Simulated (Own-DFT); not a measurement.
# Device materials side by side: how hard are they to compress?

Calculated, not measured: single-point runs of Own-DFT, a retired in-house plane-wave DFT program that no person has reviewed, on unrelaxed cells, without spin or spin-orbit coupling.

Caveats (not all hold for every row): forces on such cells moved up to 12 meV/angstrom on a denser k mesh; forces not confirmed at this smearing and k mesh; k mesh not checked against a denser one; forces on such cells passed a denser k mesh, each cell not checked; stress not checked against mesh or cutoff.

All runs are PBE with PseudoDojo norm-conserving files; cutoff and k mesh are each material's own. Every cell starts from measured lattice constants and was given uniform random strains and small random moves of its atoms. Each triple is the change of volume in per cent, the rms move u in Å and the pressure in GPa.

- 2H SiC (C36Si36), 10.36 Å³/atom unstrained: (-2.01, 0.047, 10.03); (-1.39, 0.051, 9.37); (-0.10, 0.054, 6.34); (0.19, 0.053, 5.70); (0.51, 0.052, 4.00); (0.97, 0.046, 2.85); (1.96, 0.051, 0.82)
- wurtzite AlN (Al36N36), 10.45 Å³/atom unstrained: withheld
- wurtzite GaN (Ga36N36), 11.42 Å³/atom unstrained: (-3.08, 0.048, 14.66); (-2.82, 0.050, 13.93); (-1.06, 0.047, 9.75); (0.10, 0.045, 7.08); (0.97, 0.047, 5.68); (1.32, 0.049, 5.12); (2.74, 0.049, 2.84)
- diamond silicon (Si64), 20.02 Å³/atom unstrained: (-2.25, 0.051, 4.87); (-1.76, 0.047, 4.52); (-1.15, 0.052, 3.97); (-0.49, 0.050, 3.15); (0.53, 0.058, 2.28); (1.35, 0.052, 1.36); (1.85, 0.050, 0.91)
- zincblende GaAs (As32Ga32), 22.58 Å³/atom unstrained: (-2.50, 0.049, 6.17); (-1.77, 0.048, 5.61); (-0.71, 0.051, 4.70); (-0.36, 0.051, 4.42); (0.16, 0.048, 3.77); (0.59, 0.049, 3.56); (1.73, 0.048, 2.99)
- grey tin (Sn64), 34.15 Å³/atom unstrained: (-3.26, 0.052, 5.79); (-2.34, 0.049, 5.08); (-0.80, 0.049, 4.15); (-0.34, 0.045, 3.81); (-0.21, 0.051, 3.82); (0.02, 0.050, 3.77); (1.97, 0.054, 2.81)

## Working it out

Fit a line to each set against the fractional change of volume; B is minus its slope, and u is nearly the same within a set. To take it to zero pressure, assume that B rises by 4 GPa for each GPa: B0 = B - 4 x (mean pressure). The bond length of an ideal tetrahedral crystal with the unstrained volume v is d = (√3/4)(8 v)^(1/3). Cohen's empirical rule reads B0 = (1971 - 220 L) d^(-3.5) GPa, with L = 0 for group IV crystals and SiC and 1 for III-V compounds.

| material | L | d (Å) | B (GPa) | mean P (GPa) | B0 (GPa) | rule (GPa) |
|---|---|---|---|---|---|---|
| 2H SiC (C36Si36) | 0 | 1.888 | 245 ± 15 | 5.6 | 222 ± 15 | 213 |
| wurtzite AlN (Al36N36) | 1 | 1.893 | ? | ? | ? | 188 |
| wurtzite GaN (Ga36N36) | 1 | 1.950 | 207 ± 9 | 8.4 | 174 ± 9 | 169 |
| diamond silicon (Si64) | 0 | 2.352 | 99 ± 2 | 3.0 | 87 ± 2 | 99 |
| zincblende GaAs (As32Ga32) | 1 | 2.448 | 79 ± 5 | 4.5 | 61 ± 5 | 76 |
| grey tin (Sn64) | 0 | 2.810 | 57 ± 3 | 4.2 | 40 ± 3 | 53 |

A line through ln[B0/(1971 - 220 L)] against ln d has a slope of -4.3 ± 0.1 and a scatter of 3 %. Against the rule, B0 stands at 104 % for 2H SiC, 103 % for wurtzite GaN, 88 % for diamond silicon, 80 % for zincblende GaAs, 76 % for grey tin. PBE tends to make silicon and heavier crystals too soft, and the rule itself is only a guide.

## Check

Question: what B0 does the fitted trend give for wurtzite AlN (Al36N36)?

From the line: 195 GPa. Its own runs give B = 232 ± 11 GPa at a mean pressure of 5.4 GPa, so B0 = 211 GPa.
